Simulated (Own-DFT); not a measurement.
# Stretching a layer in its plane: wurtzite GaN, 72 atoms (Ga36N36)

No measurement is shown. These are fixed-geometry runs of a retired plane-wave code named Own-DFT, which no person has reviewed; spin and spin-orbit coupling are neglected.

Settings: PBE; PseudoDojo norm-conserving scalar-relativistic files (stringent for Ga); cutoff 96 hartree; 4 x 4 x 3 k mesh centred on Gamma; Gaussian smearing of 0.01 eV.

Known weak points: forces not confirmed at this smearing and k mesh; stress not checked against mesh or cutoff.

Unstrained cell vectors in Å: (9.567, 0.000, 0.000); (-4.784, 8.285, 0.000); (0.000, 0.000, 10.370). The unstrained cell has measured lattice constants (interpolated for alloys), not those of this functional. That, the random moves and any unrelaxed bonds set the pressure at no strain. Each run strains x and y alike by e, as a substrate would, and holds the height along z. Each coordinate of each atom was shifted by a normal deviate of width 0.05 Å. Stress is positive in tension.

```
e (%)  u (Å)  (s_xx + s_yy)/2 (GPa)  s_zz (GPa)
-3.00  0.052                 -26.58      -11.72
-2.25  0.052                 -21.37      -10.76
-1.00  0.050                      ?           ?
-0.75  0.050                 -11.07       -7.65
-0.50  0.047                  -8.62      -10.10
 0.25  0.048                  -6.23       -5.70
 0.50  0.048                  -3.93       -7.68
 1.25  0.053                  -1.25       -4.74
 2.25  0.050                   3.94       -4.42
 2.75  0.049                   5.57       -4.25
```

## Fit

With e as a fraction, the in-plane stress is -6.8 + 549 e - 3689 e² GPa (errors 12 and 653, scatter 0.64), and s_zz is -7.5 + 140 e GPa (slope ± 21, scatter 1.11). At e = 0 the first slope is C11 + C12 and the second 2 C13, both with the ions held to the strained lattice and at the cell's own pressure. The term in e² is negative: the layer stiffens under compression and softens under tension. A free layer would change its height as e changes, and the in-plane slope would drop by 2 C13²/C33 to the biaxial modulus. At fixed height, a misfit of 1 % moves the in-plane stress by about 5.5 GPa and s_zz by 1.4 GPa.

## Prediction

Asked: what are the two stresses at e = -1.00 %?

The fitted form gives -12.7 and -8.9 GPa. The hidden result is -12.55 and -10.21 GPa.
